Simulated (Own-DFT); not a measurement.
# One host, several defects: zincblende GaAs

Source: density functional calculations with Own-DFT, an unreviewed in-house program that is no longer used. Nothing was measured or relaxed, and spin and spin-orbit coupling are left out.

Settings: PBE; PseudoDojo norm-conserving scalar-relativistic files; cutoff 42 hartree; 3 x 3 x 3 k mesh centred on Gamma; Fermi-Dirac smearing of 0.1 eV.

Caveats (not all hold for every row): not probed for a lower state with spin; forces not confirmed at this smearing and k mesh; stress not checked against mesh or cutoff.

All runs share one cell, with vectors in Å (10.862, 0.000, 0.000); (0.000, 10.862, 0.000); (0.000, 0.000, 11.796) and a volume of 1391.7 Å³, strained against the parent crystal. The atoms are randomly displaced, by u rms on each axis. The defect's site can differ from row to row.

```
                             cell     formula   u (Å)  P (GPa)
                        no defect    As32Ga32  0.0311     6.67
                        no defect    As32Ga32  0.0488     7.03
                        no defect    As32Ga32  0.0515     6.95
              one In on a Ga site  As32Ga31In  0.0287     7.38
              one In on a Ga site  As32Ga31In  0.0297     7.44
              one In on a Ga site  As32Ga31In  0.0302        ?
              one In on a Ga site  As32Ga31In  0.0311     7.47
              one Al on a Ga site  AlAs32Ga31  0.0302     6.67
              one Al on a Ga site  AlAs32Ga31  0.0499     6.97
              one Al on a Ga site  AlAs32Ga31  0.0501     6.95
              one P on an As site   As31Ga32P  0.0269     6.34
              one P on an As site   As31Ga32P  0.0323     6.45
              one P on an As site   As31Ga32P  0.0554     6.93
one As vacancy and one Ga vacancy    As31Ga31  0.0280     5.85
one As vacancy and one Ga vacancy    As31Ga31  0.0299     5.90
one As vacancy and one Ga vacancy    As31Ga31  0.0545     6.54
```

## Fit

P = P0 + c u² + a shift for each defect gives P0 = 6.38 GPa, c = 250 ± 20 GPa/Å² and a scatter of 0.06 GPa. The shifts, and each times the cell's volume:

- one In on a Ga site: 0.83 ± 0.06 GPa, 7.2 eV
- one Al on a Ga site: -0.01 ± 0.05 GPa, -0.1 eV (not resolved)
- one P on an As site: -0.21 ± 0.05 GPa, -1.9 eV
- one As vacancy and one Ga vacancy: -0.67 ± 0.05 GPa, -5.8 eV

A positive shift means that the defect pushes the cell outwards. Shift times volume (160.2 GPa Å³ is 1 eV) depends little on the cell's size, so, taken for each site, it can be compared between cells at like pressure. The atoms around the defects weren't relaxed, which would change these numbers.

## Check

Q: what pressure belongs in the blank (one In on a Ga site, u = 0.0302 Å)?

The fit gives 7.44 ± 0.07 GPa. DFT gave 7.38 GPa.
